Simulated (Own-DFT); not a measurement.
# What a defect does to the pressure of its cell: zincblende InP

No measurement is shown. These are fixed-geometry runs of a retired plane-wave code named Own-DFT, which no person has reviewed; spin and spin-orbit coupling are neglected.

Common settings: PBE; PseudoDojo norm-conserving scalar-relativistic files; cutoff 36 hartree; 3 x 3 x 3 k mesh centred on Gamma; Fermi-Dirac smearing of 0.1 eV.

Caveats (not all hold for every row): not probed for a lower state with spin; forces on such cells moved up to 12 meV/angstrom on a denser k mesh; stress not checked against mesh or cutoff.

All runs share one cell, with vectors in Å (11.737, 0.000, 0.000); (0.000, 11.737, 0.000); (0.000, 0.000, 11.737) and a volume of 1617.0 Å³. u is the rms random offset of the atoms per axis. The defect's site can differ from row to row.

| cell | formula | u (Å) | P (GPa) |
|---|---|---|---|
| no defect | In32P32 | 0.0219 | 3.23 |
| no defect | In32P32 | 0.0538 | 3.69 |
| no defect | In32P32 | 0.0540 | 3.67 |
| two P vacancies | In32P30 | 0.0297 | 2.96 |
| two P vacancies | In32P30 | 0.0305 | 2.91 |
| two P vacancies | In32P30 | 0.0322 | 2.96 |
| one In on a P site and one P on an In site | In32P32 | 0.0280 | 3.63 |
| one In on a P site and one P on an In site | In32P32 | 0.0306 | 3.59 |
| one In on a P site and one P on an In site | In32P32 | 0.0455 | 3.77 |
| one In on a P site and one P on an In site | In32P32 | 0.0478 | ? |

## What the rows give

P = P0 + c u² + a shift for each defect gives P0 = 3.16 GPa, c = 175 ± 17 GPa/Å² and a scatter of 0.04 GPa. The shifts, and each times the cell's volume:

- one In on a P site and one P on an In site: 0.28 ± 0.03 GPa, 2.8 eV
- two P vacancies: -0.39 ± 0.04 GPa, -3.9 eV (-1.9 eV for each of its 2 sites)

Positive is outwards. The product with the volume (160.2 GPa Å³ to the eV) is nearly free of the cell's size; divided by the bulk modulus at the cell's pressure it gives the volume that the defect adds. The atoms around the defects weren't relaxed, which would change these numbers.

## Test on the hidden row

The question: what pressure belongs in the blank (one In on a P site and one P on an In site, u = 0.0478 Å)?

The fitted form gives 3.84 ± 0.05 GPa. The calculation gave 3.85 GPa.
